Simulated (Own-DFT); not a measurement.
# Computed records: Hf₃₆O₇₁ (tetragonal hafnia with one neutral oxygen vacancy, atoms displaced)

All values are calculated (Own-DFT development build). A calculation, not a measurement: plane-wave PBE and HSE06 DFT by an unreviewed code, no spin, of a simulated cell at Gamma alone, so results move with cell size and shape, stress positive in tension, energies less offsets, not probed for a lower state with spin; hafnium file: forces about 75 meV/angstrom off all-electron values; oxygen file: force components 24 meV/angstrom off all-electron in a glass; k mesh not checked against a denser one; forces and stress are PBE's, HSE06 gives the energy alone, and its difference from PBE has offsets of its own; offsets are fitted by least squares, one for each functional and potential file, so energies compare only between cells with the same atoms and settings and are not formation energies; the far tail of each file's local potential was reset to the Coulomb form; each entry is a single point on an unrelaxed cell, so the pressure reflects the starting lattice, taken from the Materials Project, from which strain is counted, and rises with the displacements; printed positions are rounded, which can move forces by about a meV/angstrom; the program is a retired in-house code; no spin-orbit coupling.

Settings shared by all entries: first functional PBE; second functional HSE06; exact exchange share 0.25; screening 0.11 1/bohr; exchange divergence Gygi-Baldereschi; potential files PseudoDojo norm-conserving, scalar-relativistic, made for PBE, standard set; wave cutoff 48 hartree; occupations fixed; k mesh 1 x 1 x 1 centred on Gamma.

(1) Hf₃₆O₇₁ (tetragonal hafnia with one neutral oxygen vacancy, atoms displaced)

```
CELL_PARAMETERS angstrom
10.78000 0.00000 0.00000
0.00000 10.78000 0.00000
0.00000 0.00000 10.44930
ATOMIC_POSITIONS crystal
Hf 0.00835 0.99713 0.00181
Hf 0.16006 0.17112 0.24840
O 0.99942 0.16239 0.15611
O 0.17018 0.99822 0.34275
O 0.00122 0.17000 0.39952
O 0.16750 0.99842 0.09637
Hf 0.00613 0.99737 0.50152
Hf 0.16047 0.16981 0.74946
O 0.99686 0.16683 0.65864
O 0.16301 0.00465 0.84998
O 0.00224 0.16519 0.90039
O 0.16904 0.00243 0.59842
Hf 0.00184 0.33444 0.99451
Hf 0.17357 0.48941 0.24671
O 0.00535 0.50225 0.15217
O 0.16129 0.33387 0.35255
O 0.00099 0.50522 0.40283
O 0.16854 0.34414 0.09618
Hf 0.99741 0.33134 0.50587
Hf 0.17068 0.49936 0.75258
O 0.99724 0.49977 0.64965
O 0.16611 0.33780 0.83495
O 0.99653 0.49878 0.90237
O 0.16628 0.32782 0.60603
Hf 0.99407 0.65945 0.00403
Hf 0.16943 0.82751 0.25273
O 0.16681 0.66875 0.34698
O 0.99388 0.83726 0.40645
O 0.16519 0.66210 0.09355
Hf 0.99417 0.66976 0.50199
Hf 0.16797 0.83285 0.74246
O 0.99849 0.82992 0.64776
O 0.17502 0.66976 0.85004
O 0.99533 0.83495 0.90081
O 0.17579 0.66562 0.59374
Hf 0.33372 0.00788 0.99647
Hf 0.50095 0.16606 0.24672
O 0.32823 0.16875 0.14303
O 0.49276 0.00052 0.34131
O 0.33369 0.16581 0.40166
O 0.49445 0.00229 0.09442
Hf 0.33654 0.00287 0.50565
Hf 0.49561 0.17545 0.75212
O 0.32777 0.16103 0.65178
O 0.50113 0.99637 0.84620
O 0.33724 0.17136 0.89622
O 0.49697 0.99880 0.59420
Hf 0.33052 0.32958 0.99938
Hf 0.50331 0.49917 0.24189
O 0.32757 0.50449 0.14264
O 0.50663 0.32994 0.33639
O 0.33487 0.50171 0.40274
O 0.50017 0.32448 0.10133
Hf 0.33635 0.33173 0.49865
Hf 0.50223 0.50182 0.74759
O 0.33024 0.49288 0.64932
O 0.50326 0.33722 0.84652
O 0.34110 0.50677 0.90480
O 0.49530 0.33652 0.60222
Hf 0.33591 0.65936 0.00117
Hf 0.50062 0.83423 0.25304
O 0.34113 0.83213 0.14961
O 0.51027 0.65940 0.35374
O 0.33430 0.83186 0.41457
O 0.49808 0.66596 0.09583
Hf 0.33982 0.66309 0.49844
Hf 0.49348 0.83807 0.74273
O 0.34146 0.83637 0.65201
O 0.48968 0.66753 0.85270
O 0.33719 0.83328 0.90049
O 0.49136 0.66025 0.59992
Hf 0.65962 0.99321 0.00138
Hf 0.83891 0.16092 0.25648
O 0.66442 0.17360 0.14929
O 0.82742 0.99764 0.34056
O 0.66918 0.16975 0.40248
O 0.82670 0.00109 0.09886
Hf 0.67076 0.00090 0.50610
Hf 0.83924 0.16318 0.75003
O 0.66958 0.16928 0.65851
O 0.83736 0.00212 0.84634
O 0.66737 0.17464 0.89312
O 0.82827 0.00603 0.59823
Hf 0.67300 0.33737 0.99751
Hf 0.83466 0.49691 0.25560
O 0.67468 0.49898 0.14593
O 0.83290 0.34274 0.34621
O 0.66773 0.50377 0.40296
O 0.83472 0.34013 0.09390
Hf 0.66419 0.33219 0.49786
Hf 0.83269 0.50318 0.75000
O 0.66272 0.50109 0.65023
O 0.83124 0.33567 0.85055
O 0.66630 0.50264 0.90453
O 0.83329 0.33502 0.59884
Hf 0.66107 0.67485 0.99254
Hf 0.83331 0.83723 0.24546
O 0.66998 0.84026 0.15130
O 0.83305 0.66955 0.34462
O 0.66173 0.82962 0.40426
O 0.83655 0.67095 0.09686
Hf 0.66666 0.66913 0.49638
Hf 0.84118 0.82568 0.75437
O 0.66306 0.83317 0.64482
O 0.83892 0.66378 0.83604
O 0.66513 0.82715 0.90615
O 0.82960 0.66952 0.60131
```

- PBE energy of cell above offsets: -97.357 eV
- HSE06 less PBE above offsets: 0.009 eV
- PBE pressure: 2.36 GPa
- PBE stress xx: -1.45 GPa
- PBE stress yy: -2.77 GPa
- PBE stress zz: -2.88 GPa
- PBE stress yz: 0.14 GPa
- PBE stress xz: -0.32 GPa
- PBE stress xy: -0.06 GPa

Force:
```tsv
element	x (eV/Å)	y (eV/Å)	z (eV/Å)
Hf	-1.584	-0.139	-0.354
Hf	1.489	-1.437	0.733
O	0.102	0.438	-0.845
O	-0.653	0.544	0.458
O	-0.51	-1.044	0.578
O	0.34	-0.168	0.153
Hf	-0.493	0.409	-0.358
Hf	0.895	-0.433	-0.18
O	1.095	-0.118	-1.886
O	0.241	-0.882	-0.535
O	0.243	0.982	0.618
O	-1.086	-0.58	0.152
Hf	-1.646	0.226	0.507
Hf	-1.619	2.623	0.647
O	-0.744	-0.302	0.144
O	0.495	-0.529	-0.342
O	-0.251	-0.791	0.54
O	-0.65	-1.095	-0.018
Hf	0.581	1.879	-0.266
Hf	-0.177	2.14	-1.486
O	0.704	0.282	0.568
O	0.126	-0.985	2.728
O	0.313	-0.044	-0.402
O	-0.226	-0.044	-1.663
Hf	1.833	0.753	0.13
Hf	0.328	0.172	-1.129
O	-0.032	-0.609	-0.396
O	0.255	-0.026	-0.544
O	-0.502	1.042	0.413
Hf	1.057	-1.18	-0.632
Hf	1.224	-0.637	1.681
O	0.595	0.466	0.198
O	-0.81	-0.208	-1.185
O	0.103	-0.85	0.381
O	-1.585	0.656	0.649
Hf	-0.357	-2.064	-0.346
Hf	-0.055	-0.064	-1.031
O	-0.373	0.207	0.579
O	0.412	-0.107	0.425
O	0.026	0.727	-0.066
O	0.854	0.168	0.278
Hf	-0.267	-0.098	-1.507
Hf	1.393	-0.804	0.058
O	0.781	0.275	0.036
O	0.184	1.302	0.009
O	-0.211	-0.069	-0.092
O	1.43	0.487	0.377
Hf	2.051	1.048	0.15
Hf	0.65	0.15	-0.08
O	1.969	-0.567	1.087
O	-0.359	1.133	1.679
O	0.061	-1.567	-1.085
O	-0.901	1.155	-1.235
Hf	-1.212	0.337	0.577
Hf	-0.876	0.688	0.522
O	0.293	-0.079	0.543
O	-0.565	0.158	0.194
O	-0.811	-3.194	-1.092
O	0.707	-0.782	-0.927
Hf	-1.079	2.795	-0.461
Hf	-0.143	-0.558	0.098
O	-1.158	-0.037	1.216
O	-0.91	0.811	-1.272
O	0.32	0.227	-1.22
O	1.562	-0.302	1.036
Hf	-1.217	0.174	-0.241
Hf	1.545	-0.963	1.78
O	-2.938	0.306	-0.559
O	1.449	0.238	-1.028
O	-0.531	1.065	0.216
O	1.937	0.122	0.534
Hf	0.799	2.088	-0.596
Hf	-1.879	1.133	-1.401
O	1.056	-0.703	0.709
O	0.07	0.368	1.518
O	0.097	-0.789	0.153
O	1.267	-0.055	-0.355
Hf	-1.144	-0.478	-0.51
Hf	-2.827	0.525	1.481
O	-1.096	-0.02	-1.233
O	-0.407	-1.138	-0.053
O	-0.416	-1.399	1.413
O	2.072	-0.228	-0.326
Hf	-0.513	-1.102	0.178
Hf	0.524	1.688	-1.454
O	-1.402	0.134	1.035
O	0.132	-2.84	1
O	0.132	-1.296	-0.233
O	1.407	-0.473	0.318
Hf	0.458	0.735	0.582
Hf	-0.368	-2.116	-0.95
O	0.888	-0.098	0.21
O	0.607	-0.009	-0.507
O	0.045	0.969	-0.948
O	-0.395	-0.169	-0.498
Hf	-0.258	-3.205	2.171
Hf	0.972	-1.008	-0.391
O	-1.529	-0.357	-0.144
O	0.035	0.171	0.532
O	0.068	1.674	-0.557
O	-1.029	0.682	-0.333
Hf	-0.716	-0.282	0.737
Hf	-1.267	2.158	-0.806
O	0.564	0.087	1.067
O	-0.16	0.401	2.156
O	0.654	2.187	-1.699
O	0.455	-0.061	-0.474
```

(2) Hf₃₆O₇₁ (tetragonal hafnia with one neutral oxygen vacancy, atoms displaced)

```
CELL_PARAMETERS angstrom
10.78000 0.00000 0.00000
0.00000 10.78000 0.00000
0.00000 0.00000 10.44930
ATOMIC_POSITIONS crystal
Hf 0.99768 0.99814 0.00201
Hf 0.16954 0.16545 0.24992
O 0.99936 0.16157 0.14913
O 0.16543 0.00105 0.35133
O 0.00151 0.16544 0.40466
O 0.16426 0.99742 0.10068
Hf 0.00276 0.99901 0.49726
Hf 0.16035 0.17027 0.74925
O 0.99251 0.16995 0.65556
O 0.16340 0.99797 0.85406
O 0.00000 0.16318 0.90126
O 0.16530 0.99656 0.59562
Hf 0.00081 0.33556 0.00234
Hf 0.16865 0.50096 0.24767
O 0.99725 0.50197 0.15101
O 0.16680 0.33578 0.34625
O 0.99851 0.50368 0.40340
O 0.16466 0.33481 0.09952
Hf 0.00051 0.33340 0.50165
Hf 0.16441 0.50056 0.75077
O 0.00564 0.50123 0.64852
O 0.17024 0.33731 0.85447
O 0.00154 0.50074 0.90379
O 0.16834 0.33360 0.59663
Hf 0.99574 0.66999 0.00224
Hf 0.16447 0.83507 0.24850
O 0.00168 0.83266 0.15391
O 0.16620 0.66703 0.34788
O 0.99788 0.82950 0.40120
O 0.16629 0.66827 0.10044
Hf 0.99996 0.66872 0.49785
Hf 0.16742 0.83349 0.74731
O 0.99958 0.82821 0.65364
O 0.16723 0.66538 0.84555
O 0.00708 0.83740 0.90153
O 0.16429 0.66400 0.59496
Hf 0.33012 0.99982 0.00369
Hf 0.50328 0.16977 0.24886
O 0.33225 0.16735 0.15301
O 0.49539 0.00044 0.35098
O 0.33296 0.16263 0.40232
O 0.49963 0.99927 0.09782
Hf 0.33200 0.99731 0.50367
Hf 0.49676 0.17202 0.75419
O 0.32973 0.16455 0.65179
O 0.49941 0.00065 0.85604
O 0.33385 0.16856 0.89934
O 0.50043 0.99849 0.59697
Hf 0.33594 0.33690 0.00791
Hf 0.50068 0.49715 0.24873
O 0.34000 0.49653 0.15287
O 0.49614 0.32921 0.34327
O 0.33583 0.49928 0.40172
O 0.49492 0.32997 0.09092
Hf 0.33225 0.33512 0.50118
Hf 0.49853 0.49942 0.74487
O 0.33299 0.50355 0.65320
O 0.49960 0.33497 0.84639
O 0.33043 0.49776 0.90591
O 0.50246 0.33407 0.59801
Hf 0.33451 0.66311 0.00245
Hf 0.49761 0.83351 0.25039
O 0.33206 0.83616 0.15246
O 0.50309 0.66048 0.34688
O 0.33145 0.83558 0.39979
O 0.49929 0.65923 0.09826
Hf 0.33608 0.66425 0.50012
Hf 0.50171 0.83048 0.75407
O 0.33533 0.83527 0.65350
O 0.50010 0.67004 0.85237
O 0.33639 0.83839 0.90387
O 0.50184 0.66400 0.59472
Hf 0.66845 0.99772 0.99881
Hf 0.83477 0.16464 0.25070
O 0.66951 0.16444 0.14578
O 0.82874 0.99786 0.34821
O 0.67081 0.16195 0.40494
O 0.83516 0.99986 0.10392
Hf 0.66640 0.99866 0.49901
Hf 0.83099 0.16997 0.75268
O 0.66951 0.16514 0.65543
O 0.83072 0.99861 0.84985
O 0.66401 0.16628 0.89766
Hf 0.66835 0.33474 0.99987
Hf 0.83527 0.50040 0.24735
O 0.66733 0.50209 0.14970
O 0.84019 0.33178 0.34805
O 0.66429 0.50332 0.39986
O 0.83229 0.33481 0.10001
Hf 0.66858 0.33359 0.49984
Hf 0.83390 0.49923 0.75260
O 0.66269 0.49953 0.65332
O 0.83542 0.33122 0.85054
O 0.66561 0.50052 0.90260
O 0.83226 0.33472 0.59363
Hf 0.66917 0.66752 0.00075
Hf 0.83784 0.83092 0.25361
O 0.66367 0.83356 0.15504
O 0.83236 0.66570 0.34668
O 0.66369 0.83376 0.40178
O 0.83186 0.67000 0.09425
Hf 0.67032 0.66055 0.50121
Hf 0.83249 0.83626 0.75441
O 0.66495 0.83519 0.64702
O 0.83532 0.66785 0.84745
O 0.66743 0.83700 0.90088
O 0.83139 0.66858 0.60045
```

* PBE stress yy: withheld

To be estimated
1. What PBE stress yy does the calculation give for Hf₃₆O₇₁ (tetragonal hafnia with one neutral oxygen vacancy, atoms displaced) (entry 2)?

Answers
1. 0.36 GPa

Further results for Hf₃₆O₇₁ (tetragonal hafnia with one neutral oxygen vacancy, atoms displaced) (entry 2):

- PBE energy of cell above offsets: -100.734 eV
- HSE06 less PBE above offsets: -0.141 eV
- PBE pressure: 0.6 GPa
- PBE stress xx: -1.12 GPa
- PBE stress zz: -1.02 GPa
- PBE stress yz: -0.36 GPa
- PBE stress xz: -0.26 GPa
- PBE stress xy: 0 GPa

Force:
```tsv
element	x (eV/Å)	y (eV/Å)	z (eV/Å)
Hf	0.686	0.832	-0.232
Hf	-0.306	-0.039	0.333
O	0.218	0.562	0.645
O	-0.355	-0.334	-0.513
O	-0.044	0.115	-0.022
O	-0.027	0.148	0.369
Hf	-0.894	-0.196	0.453
Hf	1.008	-0.548	1.286
O	0.97	-0.159	-0.721
O	0.331	0.706	-1.161
O	0.03	0.863	0.313
O	-0.6	0.142	0.738
Hf	0.14	-0.813	-0.382
Hf	-0.3	0.225	0.451
O	0.536	0.08	-0.015
O	0.005	-0.169	0.134
O	0.008	-0.75	-0.322
O	0.075	0.209	0.362
Hf	-0.138	0.386	-0.766
Hf	0.418	0.218	0.403
O	-1.519	-0.506	0.692
O	-0.842	-0.719	-1.01
O	-0.412	0.18	-0.145
O	-0.328	-0.226	0.393
Hf	1.289	0.019	-0.819
Hf	1.238	-0.046	0.533
O	-0.697	-0.307	-0.441
O	0.105	-0.219	-0.335
O	-0.022	1.075	-0.316
O	0.04	-0.45	-0.355
Hf	0.009	-0.549	0.888
Hf	0.018	0.248	0.787
O	-0.211	0.564	-0.081
O	0.113	0.348	0.101
O	-0.81	-1.184	0.392
O	0.852	0.344	-0.047
Hf	0.719	0.341	-0.93
Hf	-0.456	-2.186	-0.18
O	0.205	0.091	0.029
O	0.392	0.253	-0.803
O	-0.331	1.133	0.249
O	0.161	0.074	0.328
Hf	1.197	0.387	-0.414
Hf	-0.114	-1.798	-0.028
O	0.033	0.343	0.178
O	0.271	0.005	-1.132
O	-0.024	0.106	0.69
O	-0.156	0.325	0.227
Hf	-1.884	-1.062	-2.039
Hf	0.719	1.024	0.449
O	-1.566	0.086	-0.085
O	0.498	0.683	0.497
O	-0.181	-0.086	0.046
O	2.577	-0.034	1.258
Hf	0.208	-1.209	-0.522
Hf	-0.099	0.385	1.086
O	-0.13	-0.263	-0.251
O	0.114	0.679	-0.005
O	0.411	0.701	-0.115
O	-0.468	0.017	-0.261
Hf	-0.089	1.031	-0.726
Hf	0.311	0.415	0.626
O	-0.033	-0.36	-0.021
O	-0.611	0.783	-0.195
O	0.101	-1.067	0.463
O	0.218	0.39	-0.128
Hf	-0.468	0.786	-0.345
Hf	-0.204	1.755	-0.287
O	-0.123	-0.468	-0.113
O	-0.015	-1.069	-0.487
O	-0.311	-1.361	0.161
O	-0.18	-0.036	0.521
Hf	-0.951	0.906	0.492
Hf	-0.054	-0.301	-0.203
O	-0.206	0.545	0.798
O	0.67	0.059	0.301
O	-0.271	1.599	-0.585
O	-0.375	-0.411	-0.512
Hf	0.038	-0.967	0.792
Hf	-0.509	-1.274	0.06
O	-0.388	0.092	-0.485
O	0.188	0.562	-0.214
O	0.294	0.543	0.738
Hf	-0.235	-0.71	-0.306
Hf	-0.296	-0.627	0.726
O	0.143	-0.408	0.112
O	-0.452	0.479	-0.22
O	0.382	-1.851	0.084
O	0.23	0.082	-0.19
Hf	-0.072	-0.485	-0.253
Hf	0.235	0.45	-0.527
O	1.23	-0.082	-0.153
O	-0.153	1.162	0.007
O	0.436	0.047	-0.17
O	0.045	0.485	0.758
Hf	-1.387	0.175	-0.13
Hf	-1.487	0.763	-0.127
O	0.695	-0.298	-0.421
O	-0.019	-0.194	-0.031
O	0.158	-0.689	0.146
O	0.324	0.003	0.678
Hf	-0.494	1.883	-0.3
Hf	-0.234	-0.033	-1.533
O	0.637	0.126	1.097
O	-0.03	-0.514	0.384
O	0.21	-1.242	0.013
O	0.423	-0.715	-0.154
```
